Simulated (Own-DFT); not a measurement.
# One host, several defects: C11b WSi2

The numbers are computed, not measured, by runs of the plane-wave DFT program Own-DFT (in-house, retired, unreviewed) at fixed positions, with no spin and no spin-orbit coupling.

Common settings: PBE; PseudoDojo norm-conserving scalar-relativistic files; cutoff 50 hartree; 5 x 5 x 5 k mesh centred on Gamma; cold (Marzari-Vanderbilt) smearing of 0.2 eV.

Caveats: forces on such cells failed a check on a denser k mesh; stress not checked against mesh or cutoff.

All runs share one cell, with vectors in Å (-2.148, -5.953, 3.409); (-6.444, 2.976, 1.136); (-2.553, -2.948, -6.757) and a volume of 403.2 Å³. The atoms are randomly displaced, by u rms on each axis. The defect's site can differ from row to row.

| cell | formula | u (Å) | P (GPa) |
|---|---|---|---|
| no defect | Si20W10 | 0.0211 | 4.55 |
| no defect | Si20W10 | 0.0485 | 5.89 |
| no defect | Si20W10 | 0.0566 | 6.91 |
| one Si on a W site | Si21W9 | 0.0323 | 6.55 |
| one Si on a W site | Si21W9 | 0.0337 | 6.45 |
| one Si on a W site | Si21W9 | 0.0486 | 7.02 |
| one Si on a W site | Si21W9 | 0.0540 | ? |
| one Si vacancy | Si19W10 | 0.0280 | 3.09 |
| one Si vacancy | Si19W10 | 0.0319 | 3.26 |
| one Si vacancy | Si19W10 | 0.0540 | 4.17 |
| one W on a Si site | Si19W11 | 0.0284 | 9.62 |
| one W on a Si site | Si19W11 | 0.0309 | 9.94 |
| one W on a Si site | Si19W11 | 0.0609 | 12.46 |
| one W vacancy | Si20W9 | 0.0289 | 3.40 |
| one W vacancy | Si20W9 | 0.0327 | 3.55 |
| one W vacancy | Si20W9 | 0.0550 | 4.77 |

## Working it out

P = P0 + c u² + a shift for each defect gives P0 = 4.29 GPa, c = 747 ± 68 GPa/Å² and a scatter of 0.27 GPa. The shifts, and each times the cell's volume:

- one W on a Si site: 5.02 ± 0.22 GPa, 12.6 eV
- one Si on a W site: 1.26 ± 0.23 GPa, 3.2 eV
- one W vacancy: -1.61 ± 0.22 GPa, -4.1 eV
- one Si vacancy: -1.96 ± 0.23 GPa, -4.9 eV

Against the defect-free cell, a freed cell would be larger where the shift is positive and smaller where it is negative (160.2 GPa Å³ is 1 eV). The atoms around the defects weren't relaxed, which would change these numbers.

## Check

Asked: what pressure belongs in the blank (one Si on a W site, u = 0.0540 Å)?

The fit gives 7.72 ± 0.33 GPa. DFT gave 8.46 GPa.
